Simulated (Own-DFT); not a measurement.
Si₁₂O₂₃ (quartz with two neutral oxygen vacancies, atoms displaced) (calculated)

All values are calculated (Own-DFT development build). A calculation, not a measurement: plane-wave PBE and HSE06 DFT by an unreviewed code, no spin, of a simulated cell at Gamma alone, so results move with cell size and shape, stress positive in tension, energies less offsets, not probed for a lower state with spin; oxygen file: force components 24 meV/angstrom off all-electron in a glass; k mesh not checked against a denser one; forces and stress are PBE's, HSE06 gives the energy alone, and its difference from PBE has offsets of its own; offsets are fitted by least squares, one for each functional and potential file, so energies compare only between cells with the same atoms and settings and are not formation energies; the far tail of each file's local potential was reset to the Coulomb form; each entry is a single point on an unrelaxed cell, so the pressure reflects the starting lattice, mostly measured values (interpolated for alloys), from which strain is counted, and rises with the displacements; printed positions are rounded, which can move forces by about a meV/angstrom; the program, named Own-DFT, is a retired in-house code; no spin-orbit coupling.

```json
{"formula": "Si12O23", "kind": "quartz with two neutral oxygen vacancies, atoms displaced", "structure": {"cell_angstrom": [[9.8268, 0.0, 0.0], [-4.9134, 8.5103, 0.0], [0.0, 0.0, 10.8104]], "atoms_fractional": [["Si", 0.23047, 0.99294, 0.99522], ["Si", 0.9983, 0.22862, 0.33479], ["Si", 0.26986, 0.26515, 0.16546], ["O", 0.21363, 0.14513, 0.05671], ["O", 0.42062, 0.28585, 0.21751], ["O", 0.36474, 0.07262, 0.39443], ["O", 0.0671, 0.35902, 0.44108], ["O", 0.13102, 0.20772, 0.2672], ["O", 0.29495, 0.43903, 0.11278], ["Si", 0.24093, 0.00365, 0.4995], ["Si", 0.01005, 0.24409, 0.84004], ["Si", 0.25873, 0.26239, 0.66542], ["O", 0.21491, 0.1374, 0.55267], ["O", 0.42453, 0.29344, 0.73303], ["O", 0.36293, 0.07984, 0.89397], ["O", 0.07178, 0.37053, 0.94577], ["O", 0.12899, 0.20657, 0.76617], ["O", 0.29665, 0.42787, 0.60595], ["Si", 0.24195, 0.50746, 0.00031], ["Si", 0.0044, 0.73154, 0.33897], ["Si", 0.26759, 0.77122, 0.17117], ["O", 0.20028, 0.63677, 0.06215], ["O", 0.42811, 0.80049, 0.22498], ["O", 0.07177, 0.86431, 0.44066], ["O", 0.14313, 0.70804, 0.27299], ["O", 0.29513, 0.92134, 0.10594], ["Si", 0.23304, 0.49586, 0.49859], ["Si", 0.00304, 0.73914, 0.83152], ["Si", 0.26664, 0.77115, 0.65779], ["O", 0.2045, 0.62985, 0.55393], ["O", 0.42948, 0.78934, 0.7282], ["O", 0.35433, 0.56692, 0.89049], ["O", 0.07552, 0.87226, 0.93468], ["O", 0.1377, 0.71613, 0.77545], ["O", 0.29767, 0.92145, 0.60285], ["Si", 0.73829, 0.00421, 0.99637], ["Si", 0.5065, 0.24487, 0.33882], ["Si", 0.76308, 0.26473, 0.17032], ["O", 0.71852, 0.14606, 0.05624], ["O", 0.93681, 0.29078, 0.2226], ["O", 0.87012, 0.07418, 0.39333], ["O", 0.57852, 0.37207, 0.43503], ["O", 0.64322, 0.22037, 0.26693], ["O", 0.79804, 0.42682, 0.10544], ["Si", 0.74074, 0.00586, 0.50053], ["Si", 0.49939, 0.23962, 0.83371], ["Si", 0.75965, 0.26073, 0.65562], ["O", 0.71209, 0.1326, 0.55885], ["O", 0.92597, 0.29678, 0.7237], ["O", 0.86271, 0.0718, 0.88844], ["O", 0.56574, 0.35998, 0.94497], ["O", 0.6283, 0.21053, 0.77222], ["O", 0.78094, 0.42191, 0.60576], ["Si", 0.72671, 0.5046, 0.00368], ["Si", 0.50484, 0.73311, 0.33303], ["Si", 0.76578, 0.76924, 0.16065], ["O", 0.7049, 0.62603, 0.056], ["O", 0.92321, 0.80743, 0.22523], ["O", 0.85976, 0.56989, 0.39382], ["O", 0.57535, 0.87268, 0.43753], ["O", 0.78742, 0.92413, 0.11079], ["Si", 0.73128, 0.51016, 0.49658], ["Si", 0.50017, 0.72788, 0.82476], ["Si", 0.76349, 0.75929, 0.66959], ["O", 0.70962, 0.6397, 0.56287], ["O", 0.93787, 0.80082, 0.7222], ["O", 0.86948, 0.58059, 0.88856], ["O", 0.58508, 0.87406, 0.93358], ["O", 0.63544, 0.71462, 0.77606], ["O", 0.79881, 0.92329, 0.60801]]}, "settings": {"first_functional": "PBE", "second_functional": "HSE06", "exact_exchange_share": 0.25, "screening [1/bohr]": 0.11, "exchange_divergence": "Gygi-Baldereschi", "potential_files": "PseudoDojo norm-conserving, scalar-relativistic, made for PBE, standard set", "wave_cutoff [hartree]": 48.0, "occupations": "fixed", "k_mesh": "1 x 1 x 1 centred on Gamma"}, "results": {"PBE_energy_of_cell_above_offsets [eV]": "-16.158", "HSE06_less_PBE_above_offsets [eV]": "0.114", "PBE_pressure [GPa]": 9.49, "PBE_stress_xx [GPa]": -8.06, "PBE_stress_yy [GPa]": -11.22, "PBE_stress_zz [GPa]": -9.21, "PBE_stress_yz [GPa]": -2.02, "PBE_stress_xz [GPa]": 2.75, "PBE_stress_xy [GPa]": 1.1, "force_element": ["Si", "Si", "Si", "O", "O", "O", "O", "O", "O", "Si", "Si", "Si", "O", "O", "O", "O", "O", "O", "Si", "Si", "Si", "O", "O", "O", "O", "O", "Si", "Si", "Si", "O", "O", "O", "O", "O", "O", "Si", "Si", "Si", "O", "O", "O", "O", "O", "O", "Si", "Si", "Si", "O", "O", "O", "O", "O", "O", "Si", "Si", "Si", "O", "O", "O", "O", "O", "Si", "Si", "Si", "O", "O", "O", "O", "O", "O"], "force_x [eV/angstrom]": [1.259, 0.837, -5.581, 0.563, 6.164, 2.428, 0.29, 1.225, 1.461, -1.183, -3.581, 2.796, -1.02, -3.176, 0.675, 0.444, -0.554, 0.306, -3.794, -1.035, 2.277, 0.949, 2.505, 0.671, -4.541, -2.386, 1.266, -0.411, 2.712, -1.155, -3.465, 3.187, -1.907, 2.674, -2.0, -0.465, -1.012, 6.46, 0.055, -2.56, -0.589, -1.39, -5.857, -1.261, 1.934, 0.968, 0.417, -1.575, 0.354, 2.112, 0.347, 2.128, -1.028, 8.37, 0.035, -2.025, -5.826, 4.115, 1.616, 0.339, -1.386, 2.03, -3.809, 1.369, -0.924, -1.793, -1.942, -1.722, 4.84, -1.228], "force_y [eV/angstrom]": [3.687, 2.185, 1.863, -3.277, 0.74, 2.321, 0.969, -0.513, -1.435, -2.469, -1.698, 0.875, 0.913, 0.922, -0.804, 0.427, -0.802, 0.056, -0.485, 0.399, -2.461, -0.543, -0.039, 1.284, -1.253, 3.874, 0.985, -0.642, -6.678, 1.483, 0.828, 2.436, -0.959, 0.042, 5.744, 0.784, -4.515, 2.747, -1.61, 0.004, -2.331, 1.917, -2.207, 1.559, -4.148, -1.472, 2.751, -0.78, -0.402, 1.753, 1.998, -0.404, 1.682, -7.898, -1.329, -3.38, 7.779, -1.258, 1.374, 0.642, 3.286, -2.031, 1.123, 3.882, -1.738, -0.192, -1.94, -3.075, -1.75, 1.202], "force_z [eV/angstrom]": [3.299, -2.517, -1.324, -2.401, 4.29, -2.338, 1.144, 0.686, 0.826, 0.363, -2.278, -0.327, 1.13, -3.1, -0.647, 0.48, 1.413, 0.303, 3.641, -3.519, -3.11, -0.647, 1.589, 1.363, 4.096, -2.258, -2.448, -0.111, 4.852, 1.212, -3.438, -3.446, 0.232, -2.037, -2.69, 1.814, -5.738, -5.089, -0.571, -0.4, 0.951, 2.268, 6.489, -0.752, -0.215, 1.338, 6.486, -1.703, 0.627, -1.052, 1.222, -1.773, -1.713, -4.8, -1.175, 2.221, 4.357, 2.816, -1.87, 0.634, -2.248, 2.919, 5.886, 1.639, -1.885, -0.957, 1.889, -1.312, -1.483, -1.102]}}
```
